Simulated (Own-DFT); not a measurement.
# How strain changes the stress of wurtzite AlN, 72 atoms (Al36N36)

These are calculations, not measurements. They come from Own-DFT, an in-house plane-wave density functional program, since retired, whose code no person has reviewed. Each row is one single-point run on a periodic cell that was not relaxed, without spin or spin-orbit coupling.

Settings of every run: PBE; PseudoDojo norm-conserving scalar-relativistic files; cutoff 42 hartree; 4 x 4 x 3 k mesh centred on Gamma; Gaussian smearing of 0.01 eV.

Known limits: k mesh not checked against a denser one; stress not checked against mesh or cutoff.

Unstrained cell vectors in Å: (9.336, 0.000, 0.000); (-4.668, 8.085, 0.000); (0.000, 0.000, 9.964). The unstrained cell has measured lattice constants (interpolated for alloys), not those of this functional. That, the random moves and any unrelaxed bonds set the pressure at no strain. Each run strains this cell uniformly, with the atoms carried along. Every atom was also moved at random, by a Gaussian of width 0.05 Å on each axis. Strain is the symmetric tensor, in per cent. Stress is positive in tension, and the pressure is minus a third of its trace.

```
run  e_xx (%)  e_yy (%)  e_zz (%)  e_yz (%)  e_xz (%)  e_xy (%)  s_xx (GPa)  s_yy (GPa)  s_zz (GPa)  s_yz (GPa)  s_xz (GPa)  s_xy (GPa)  P (GPa)  E (meV/atom)
  1     -0.05      0.58      1.92     -1.24      1.95      0.81       -5.18       -1.13        3.34       -2.62        4.46        1.42     0.99          16.4
  2      0.69     -1.27      0.03      0.84     -1.02     -1.21       -2.60      -11.02       -7.08        2.25       -3.01       -4.50     6.90          13.5
  3      0.19      0.11      1.71      1.11     -0.93     -1.33       -2.23       -4.07        0.41        2.39       -3.02       -3.31     1.97          17.7
  4      0.63     -0.60     -0.18      0.08      1.53      1.67       -3.34       -7.97       -5.40        1.18        3.09        5.08     5.57           6.2
  5      1.18      1.77      0.25      0.42     -0.91      1.49        0.00        3.44       -1.68        0.77       -2.04        4.66    -0.59          22.6
  6     -1.86      0.05     -1.19      1.66      0.10     -1.03      -13.22       -9.06      -14.16        4.88        1.45       -2.47    12.15          30.9
  7     -1.82     -1.53     -1.13     -1.57      0.39     -1.24      -19.09      -16.13      -14.08       -4.16        1.06       -6.76    16.43          59.6
  8     -0.84      1.41      1.91      1.15     -1.17     -0.56       -5.29       -0.79        4.44        2.63       -2.76       -1.40     0.55           8.2
  9     -1.51     -0.21     -1.77      1.31      1.14     -1.54      -15.49       -9.87      -15.94        3.81        3.62       -4.92    13.77          46.2
 10      0.56      1.68      1.19     -0.95      1.87     -1.30       -1.11        3.34        0.02       -2.28        3.76       -4.06    -0.75          21.0
 11     -1.37      1.05     -0.56      0.90      1.03      0.04      -12.59       -2.15       -9.11        2.00        2.49        2.60     7.95          34.2
 12     -1.44     -1.33      0.02      0.95      1.69     -0.38      -14.34      -14.73       -8.60        2.64        3.00        0.16    12.56          44.4
 13      0.73      0.19     -0.38     -0.04      1.37      1.91       -2.59       -5.51       -4.90       -0.22        3.52        6.35     4.33          13.8
 14      1.13     -0.72     -1.50      1.09     -0.12      1.12       -2.76       -7.72      -13.80        3.65       -0.14        3.64     8.09          29.9
 15     -1.52      1.01      0.31     -1.98      0.02      1.39      -11.26       -1.76       -6.72       -4.05        0.74        5.78     6.58          31.8
 16      1.86     -1.63     -0.30     -0.46      1.21      0.78        1.62      -13.82       -6.73       -1.71        3.85        2.30     6.31          29.1
 17      0.44      0.12      1.49     -0.67     -1.60      0.63       -2.39       -4.88        2.75       -1.31       -4.67        0.96     1.51           0.0
 18     -1.27     -0.38     -0.72      1.58      0.84     -1.39           ?           ?           ?           ?           ?           ?        ?             ?
```

E is the free energy for each atom above the lowest run shown.

## Worked fit

Each stress component was fitted by least squares to a constant and the strains of the runs shown, as fractions, with shears doubled. Shear strains stay in the fit of a normal stress only where such slopes are resolved. The slopes, in GPa:

| stress | at no strain | per e_xx | per e_yy | per e_zz | scatter |
|---|---|---|---|---|---|
| s_xx | -5.9 | 467 ± 28 | 82 ± 33 | 108 ± 32 | 1.28 |
| s_yy | -6.2 | 106 ± 21 | 494 ± 25 | 43 ± 24 | 0.98 |
| s_zz | -6.1 | 111 ± 26 | 82 ± 32 | 467 ± 31 | 1.23 |

Each shear stress against twice its own strain: yz 126 ± 7, xz 116 ± 7, xy 176 ± 14 GPa. These are stiffnesses along x, y and z of the frame in which the cell vectors are given, which need not be the crystal's axes. The atoms are held to the strained lattice; where symmetry lets them move under strain, relaxing them would lower some slopes. The table should be nearly symmetric about its diagonal, and what it lacks of that shows the noise. A ninth of its sum, 218 ± 4 GPa, estimates the bulk modulus near the mean pressure of these runs, 6.1 GPa, so it lies above the value at zero pressure.

## Withheld run

Question: what normal stresses and pressure should run 18 give?

The fit gives s_xx = -12.9, s_yy = -9.7, s_zz = -11.1 and P = 11.3 GPa. The calculation gave -12.59, -9.77, -12.29 and P = 11.55 GPa.
